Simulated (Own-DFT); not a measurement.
# Strain and stress in C40 NbSi2, 36 atoms (Nb12Si24)

The numbers are computed, not measured, by runs of the plane-wave DFT program Own-DFT (in-house, retired, unreviewed) at fixed positions, with no spin and no spin-orbit coupling.

Common settings: PBEsol; PseudoDojo norm-conserving scalar-relativistic files, made for PBE; cutoff 42 hartree; 4 x 4 x 5 k mesh centred on Gamma; cold (Marzari-Vanderbilt) smearing of 0.2 eV.

Keep in mind: forces on such cells failed a check on a denser k mesh; stress not checked against mesh or cutoff.

Unstrained cell vectors in Å: (0.000, 8.324, 0.000); (-9.613, 0.000, 0.000); (0.000, 0.000, 6.586). The unstrained cell was taken from the Materials Project. The random moves and any unrelaxed bonds add to the pressure at no strain. The cell is deformed uniformly in each run, and the atoms keep their fractional places. Each coordinate of each atom was shifted by a normal deviate of width 0.05 Å. Strains are tensor components in per cent; tension counts as positive stress, and P is minus the mean normal stress.

| run | e_xx (%) | e_yy (%) | e_zz (%) | e_yz (%) | e_xz (%) | e_xy (%) | s_xx (GPa) | s_yy (GPa) | s_zz (GPa) | s_yz (GPa) | s_xz (GPa) | s_xy (GPa) | P (GPa) | E (meV/atom) |
|---|---|---|---|---|---|---|---|---|---|---|---|---|---|---|
| 1 | -0.24 | -1.42 | 0.67 | -0.23 | 1.41 | -0.05 | -0.33 | -3.26 | 1.76 | -0.65 | 4.27 | -0.04 | 0.61 | 2.8 |
| 2 | -1.10 | 1.00 | 0.75 | -1.54 | -1.59 | 1.75 | -2.12 | 4.42 | 2.15 | -4.41 | -5.40 | 5.59 | -1.48 | 31.2 |
| 3 | 1.58 | 0.22 | -1.09 | -1.92 | 1.54 | -1.53 | 6.36 | 2.28 | -5.63 | -6.83 | 4.45 | -4.43 | -1.01 | 34.9 |
| 4 | 0.12 | 0.90 | 1.62 | 1.84 | 0.11 | 0.41 | 2.90 | 5.83 | 6.78 | 4.80 | 0.32 | 1.14 | -5.17 | 24.5 |
| 5 | 0.96 | 0.50 | 0.97 | -0.28 | -1.18 | 0.01 | 6.24 | 4.56 | 4.97 | -0.18 | -3.52 | 0.15 | -5.25 | 6.1 |
| 6 | -1.07 | -1.36 | 1.61 | -1.15 | 0.73 | 0.80 | -1.93 | -3.57 | 5.26 | -3.34 | 1.74 | 2.27 | 0.08 | 6.0 |
| 7 | 0.05 | -0.26 | 1.20 | -1.39 | -1.88 | -0.45 | 1.97 | 1.60 | 4.42 | -3.85 | -5.04 | -1.36 | -2.66 | 15.4 |
| 8 | 1.19 | -0.31 | 0.07 | 0.99 | 1.19 | 0.43 | 5.37 | 1.40 | 0.77 | 3.64 | 4.03 | 0.65 | -2.51 | 3.8 |
| 9 | 1.07 | 0.50 | 1.80 | -1.24 | 1.05 | 1.71 | 6.68 | 4.89 | 8.95 | -3.13 | 2.52 | 4.73 | -6.84 | 13.3 |
| 10 | 0.37 | 0.00 | -0.74 | -1.58 | 1.57 | 0.13 | 2.17 | 1.53 | -3.05 | -4.90 | 5.12 | 0.20 | -0.21 | 0.0 |
| 11 | 1.56 | -1.05 | -1.18 | 0.02 | 0.46 | -1.37 | 4.65 | -1.88 | -5.58 | -0.06 | 2.11 | -4.42 | 0.94 | 15.3 |
| 12 | 1.26 | -1.55 | 1.28 | 1.41 | 0.20 | 0.98 | 6.03 | -3.14 | 4.77 | 4.13 | 0.83 | 2.94 | -2.56 | 22.7 |
| 13 | 0.34 | 0.31 | -1.99 | 0.46 | -1.72 | -0.48 | 0.67 | 1.54 | -9.58 | 2.00 | -5.91 | -1.22 | 2.46 | 17.9 |
| 14 | -1.20 | 0.32 | 1.99 | -1.05 | 1.57 | -1.06 | -1.59 | 3.65 | 7.56 | -2.76 | 4.35 | -3.11 | -3.21 | 10.6 |
| 15 | 1.84 | -1.97 | -1.22 | 1.56 | 0.47 | -0.11 | 5.21 | -6.55 | -6.88 | 5.64 | 1.57 | -0.15 | 2.74 | 36.1 |
| 16 | -1.29 | 1.60 | -0.37 | 0.05 | 0.21 | 0.24 | -2.59 | 6.50 | -1.82 | -0.18 | 1.09 | -0.03 | -0.69 | 1.9 |
| 17 | -0.47 | 0.07 | 1.91 | -0.36 | -0.99 | -0.60 | ? | ? | ? | ? | ? | ? | ? | ? |

E is the free energy for each atom above the lowest run shown.

## Fit

Each stress component was fitted by least squares to a constant and the strains of the runs shown, as fractions, with shears doubled. Shear strains stay in the fit of a normal stress only where such slopes are resolved. The slopes, in GPa:

```
stress,at no strain,per e_xx,per e_yy,per e_zz,scatter
s_xx,1.1,365 ± 11,64 ± 10,84 ± 9,0.38
s_yy,1.4,55 ± 13,380 ± 12,64 ± 10,0.44
s_zz,-0.7,57 ± 16,59 ± 15,458 ± 12,0.56
```

The slope of each shear stress on twice its own strain, from a fit on all six strains: yz 150 ± 7, xz 151 ± 6, xy 147 ± 5 GPa. These are stiffnesses along x, y and z of the frame in which the cell vectors are given, which need not be the crystal's axes. These are clamped-ion slopes: internal relaxation, where symmetry allows it, would soften some. Slopes across the diagonal should nearly agree, so their difference gauges the noise. A ninth of the table's sum, 176 ± 9 GPa, estimates the bulk modulus near the mean pressure of these runs, -1.5 GPa.

## The run left out

The question: what normal stresses and pressure should run 17 give?

The fitted form gives s_xx = 1.0, s_yy = 2.7, s_zz = 7.8 and P = -3.8 GPa. The run itself gave 1.42, 2.81, 7.74 and P = -3.99 GPa.
